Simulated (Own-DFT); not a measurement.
# Which defects push the lattice out? zincblende GaAs

Everything here is calculated. The program is Own-DFT (plane waves, in-house, since retired, never reviewed by a person); positions were held fixed, and spin and spin-orbit coupling were off.

Settings: PBE; PseudoDojo norm-conserving scalar-relativistic files; cutoff 42 hartree; 3 x 3 x 3 k mesh centred on Gamma; Fermi-Dirac smearing of 0.1 eV.

Known weak points (not all hold for every row): not probed for a lower state with spin; forces not confirmed at this smearing and k mesh; stress not checked against mesh or cutoff.

All runs share one cell, with vectors in Å (11.737, 0.000, 0.000); (0.000, 11.737, 0.000); (0.000, 0.000, 10.833) and a volume of 1492.4 Å³, strained against the parent crystal. The atoms are randomly displaced, by u rms on each axis. The defect's site can differ from row to row.

| cell | formula | u (Å) | P (GPa) |
|---|---|---|---|
| no defect | As32Ga32 | 0.0302 | 1.22 |
| no defect | As32Ga32 | 0.0309 | 1.25 |
| no defect | As32Ga32 | 0.0532 | 1.63 |
| one As vacancy and one Ga vacancy | As31Ga31 | 0.0293 | 0.95 |
| one As vacancy and one Ga vacancy | As31Ga31 | 0.0294 | 0.94 |
| one As vacancy and one Ga vacancy | As31Ga31 | 0.0497 | 1.14 |
| one P on an As site | As31Ga32P | 0.0302 | 1.00 |
| one P on an As site | As31Ga32P | 0.0305 | 1.03 |
| one P on an As site | As31Ga32P | 0.0314 | 1.02 |
| one In on a Ga site | As32Ga31In | 0.0478 | 2.12 |
| one In on a Ga site | As32Ga31In | 0.0517 | 2.19 |
| one In on a Ga site | As32Ga31In | 0.0527 | 2.07 |
| one In on a Ga site | As32Ga31In | 0.0529 | ? |
| one Al on a Ga site | AlAs32Ga31 | 0.0308 | 1.24 |
| one Al on a Ga site | AlAs32Ga31 | 0.0474 | 1.49 |
| one Al on a Ga site | AlAs32Ga31 | 0.0527 | 1.68 |

## Worked fit

P = P0 + c u² + a shift for each defect gives P0 = 1.08 GPa, c = 185 ± 23 GPa/Å² and a scatter of 0.06 GPa. The shifts, and each times the cell's volume:

- one In on a Ga site: 0.57 ± 0.05 GPa, 5.3 eV
- one Al on a Ga site: 0.03 ± 0.05 GPa, 0.2 eV (not resolved)
- one P on an As site: -0.24 ± 0.05 GPa, -2.2 eV
- one As vacancy and one Ga vacancy: -0.32 ± 0.05 GPa, -3.0 eV

Positive is outwards. The product with the volume (160.2 GPa Å³ to the eV) is nearly free of the cell's size; divided by the bulk modulus at the cell's pressure it gives the volume that the defect adds. The atoms around the defects weren't relaxed, which would change these numbers.

## The run left out

Q: what pressure belongs in the blank (one In on a Ga site, u = 0.0529 Å)?

The fit gives 2.17 ± 0.07 GPa. The run itself gave 2.16 GPa.
